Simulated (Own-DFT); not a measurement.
# What a defect does to the pressure of its cell: C40 NbSi2

No measurement is shown. These are fixed-geometry runs of a retired plane-wave code named Own-DFT, which no person has reviewed; spin and spin-orbit coupling are neglected.

All runs used: PBE; PseudoDojo norm-conserving scalar-relativistic files; cutoff 42 hartree; 4 x 4 x 5 k mesh centred on Gamma; cold (Marzari-Vanderbilt) smearing of 0.2 eV.

Limits: forces on such cells failed a check on a denser k mesh; stress not checked against mesh or cutoff.

All runs share one cell, with vectors in Å (0.000, 8.324, 0.000); (-9.613, 0.000, 0.000); (0.000, 0.000, 6.586) and a volume of 527.0 Å³. Atoms were moved at random from their sites; u is the rms move along one axis. The defect's site can differ from row to row.

| cell | formula | u (Å) | P (GPa) |
|---|---|---|---|
| no defect | Nb12Si24 | 0.0182 | 1.48 |
| no defect | Nb12Si24 | 0.0205 | 1.51 |
| no defect | Nb12Si24 | 0.0505 | 2.86 |
| two Nb vacancies | Nb10Si24 | 0.0246 | -0.23 |
| two Nb vacancies | Nb10Si24 | 0.0341 | ? |
| two Nb vacancies | Nb10Si24 | 0.0499 | 0.67 |
| two Nb vacancies | Nb10Si24 | 0.0545 | 0.45 |
| two Nb on a Si site each | Nb14Si22 | 0.0309 | 7.47 |
| two Nb on a Si site each | Nb14Si22 | 0.0493 | 8.52 |
| two Nb on a Si site each | Nb14Si22 | 0.0508 | 8.73 |
| two Si on a Nb site each | Nb10Si26 | 0.0305 | 1.57 |
| two Si on a Nb site each | Nb10Si26 | 0.0322 | 1.68 |
| two Si on a Nb site each | Nb10Si26 | 0.0454 | 2.35 |
| one Si vacancy | Nb12Si23 | 0.0278 | 0.90 |
| one Si vacancy | Nb12Si23 | 0.0497 | 2.23 |
| one Si vacancy | Nb12Si23 | 0.0516 | 1.72 |

## What the rows give

P = P0 + c u² + a shift for each defect gives P0 = 1.34 GPa, c = 555 ± 72 GPa/Å² and a scatter of 0.24 GPa. The shifts, and each times the cell's volume:

- two Nb on a Si site each: 5.80 ± 0.20 GPa, 19.1 eV (9.5 eV for each of its 2 sites)
- two Si on a Nb site each: -0.22 ± 0.19 GPa, -0.7 eV (-0.4 eV for each of its 2 sites) (not resolved)
- one Si vacancy: -0.81 ± 0.20 GPa, -2.7 eV
- two Nb vacancies: -2.16 ± 0.20 GPa, -7.1 eV (-3.6 eV for each of its 2 sites)

Against the defect-free cell, a freed cell would be larger where the shift is positive and smaller where it is negative (160.2 GPa Å³ is 1 eV). The atoms around the defects weren't relaxed, which would change these numbers.

## Withheld run

Q: what pressure belongs in the blank (two Nb vacancies, u = 0.0341 Å)?

The fitted form gives -0.18 ± 0.28 GPa. Computed: 0.05 GPa.
